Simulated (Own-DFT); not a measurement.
# One host, several defects: D0_22 TiAl3

Source: density functional calculations with Own-DFT, an unreviewed in-house program that is no longer used. Nothing was measured or relaxed, and spin and spin-orbit coupling are left out.

Method: PBE; PseudoDojo norm-conserving scalar-relativistic files; cutoff 42 hartree; 4 x 4 x 4 k mesh centred on Gamma; cold (Marzari-Vanderbilt) smearing of 0.2 eV.

Caveats: forces on such cells failed a check on a denser k mesh; stress not checked against mesh or cutoff.

All runs share one cell, with vectors in Å (-2.365, -6.981, 4.326); (-7.667, 3.491, 1.442); (-2.950, -3.488, -7.241) and a volume of 625.4 Å³. u is the rms random offset of the atoms per axis. The defect's site can differ from row to row.

```
cell,formula,u (Å),P (GPa)
no defect,Al30Ti10,0.0194,1.98
no defect,Al30Ti10,0.0218,2.00
no defect,Al30Ti10,0.0510,2.70
two Al on a Ti site each,Al32Ti8,0.0300,2.85
two Al on a Ti site each,Al32Ti8,0.0308,2.95
two Al on a Ti site each,Al32Ti8,0.0559,3.56
one Ti vacancy,Al30Ti9,0.0342,1.95
one Ti vacancy,Al30Ti9,0.0477,1.86
one Ti vacancy,Al30Ti9,0.0492,2.28
two Ti on an Al site each,Al28Ti12,0.0300,3.28
two Ti on an Al site each,Al28Ti12,0.0323,3.41
two Ti on an Al site each,Al28Ti12,0.0482,?
two Ti on an Al site each,Al28Ti12,0.0512,3.63
two Al vacancies,Al28Ti10,0.0270,1.14
two Al vacancies,Al28Ti10,0.0276,1.16
two Al vacancies,Al28Ti10,0.0486,1.57
```

## What the rows give

P = P0 + c u² + a shift for each defect gives P0 = 1.92 GPa, c = 266 ± 38 GPa/Å² and a scatter of 0.12 GPa. The shifts, and each times the cell's volume:

- two Ti on an Al site each: 1.11 ± 0.10 GPa, 4.3 eV (2.2 eV for each of its 2 sites)
- two Al on a Ti site each: 0.76 ± 0.10 GPa, 3.0 eV (1.5 eV for each of its 2 sites)
- one Ti vacancy: -0.41 ± 0.11 GPa, -1.6 eV
- two Al vacancies: -0.97 ± 0.10 GPa, -3.8 eV (-1.9 eV for each of its 2 sites)

Against the defect-free cell, a freed cell would be larger where the shift is positive and smaller where it is negative (160.2 GPa Å³ is 1 eV). The atoms around the defects weren't relaxed, which would change these numbers.

## Test on the hidden row

Asked: what pressure belongs in the blank (two Ti on an Al site each, u = 0.0482 Å)?

The fit gives 3.65 ± 0.15 GPa. Computed: 3.83 GPa.
